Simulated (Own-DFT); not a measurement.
# Stretching a layer in its plane: wurtzite AlGaN with randomly placed atoms, 128 atoms (Al48Ga16N64)

Source: density functional calculations with Own-DFT, an unreviewed in-house program that is no longer used. Nothing was measured or relaxed, and spin and spin-orbit coupling are left out.

Method: PBE; PseudoDojo norm-conserving scalar-relativistic files (stringent for Ga); cutoff 96 hartree; 3 x 3 x 3 k mesh centred on Gamma; Gaussian smearing of 0.01 eV.

Keep in mind: k mesh not checked against a denser one; stress not checked against mesh or cutoff.

Unstrained cell vectors in Å: (12.525, 0.000, 0.000); (-6.263, 10.847, 0.000); (0.000, 0.000, 10.066). The unstrained cell has measured lattice constants (interpolated for alloys), not those of this functional. That, the random moves and any unrelaxed bonds set the pressure at no strain. Each run strains x and y alike by e, as a substrate would, and holds the height along z. Each atom got a random Gaussian move of width 0.05 Å along each axis. The random placing of the alloy's atoms differs from row to row. Stress is positive in tension.

| e (%) | u (Å) | (s_xx + s_yy)/2 (GPa) | s_zz (GPa) |
|---|---|---|---|
| -2.00 | 0.050 | -18.56 | -10.65 |
| -0.25 | 0.049 | -7.69 | -6.70 |
| 0.25 | 0.048 | -4.52 | -6.44 |
| 1.25 | 0.052 | 0.43 | -5.53 |
| 1.50 | 0.049 | 1.71 | -4.03 |
| 1.75 | 0.048 | 3.35 | -5.36 |
| 2.00 | 0.049 | ? | ? |
| 2.50 | 0.050 | 5.86 | -2.23 |
| 2.75 | 0.049 | 7.81 | -3.71 |
| 3.00 | 0.051 | 8.27 | -2.61 |

## Worked fit

With e as a fraction, the in-plane stress is -6.1 + 568 e - 2855 e² GPa (errors 9 and 455, scatter 0.33), and s_zz is -7.1 + 152 e GPa (slope ± 17, scatter 0.78). At e = 0 the first slope is C11 + C12 and the second 2 C13, both with the ions held to the strained lattice and at the cell's own pressure. The term in e² is negative: the layer stiffens under compression and softens under tension. A free layer would change its height as e changes, and the in-plane slope would drop by 2 C13²/C33 to the biaxial modulus. At fixed height, a misfit of 1 % moves the in-plane stress by about 5.7 GPa and s_zz by 1.5 GPa.

## Test on the hidden row

The question: what are the two stresses at e = 2.00 %?

From the fit: 4.1 and -4.0 GPa. Computed: 3.52 and -2.57 GPa.
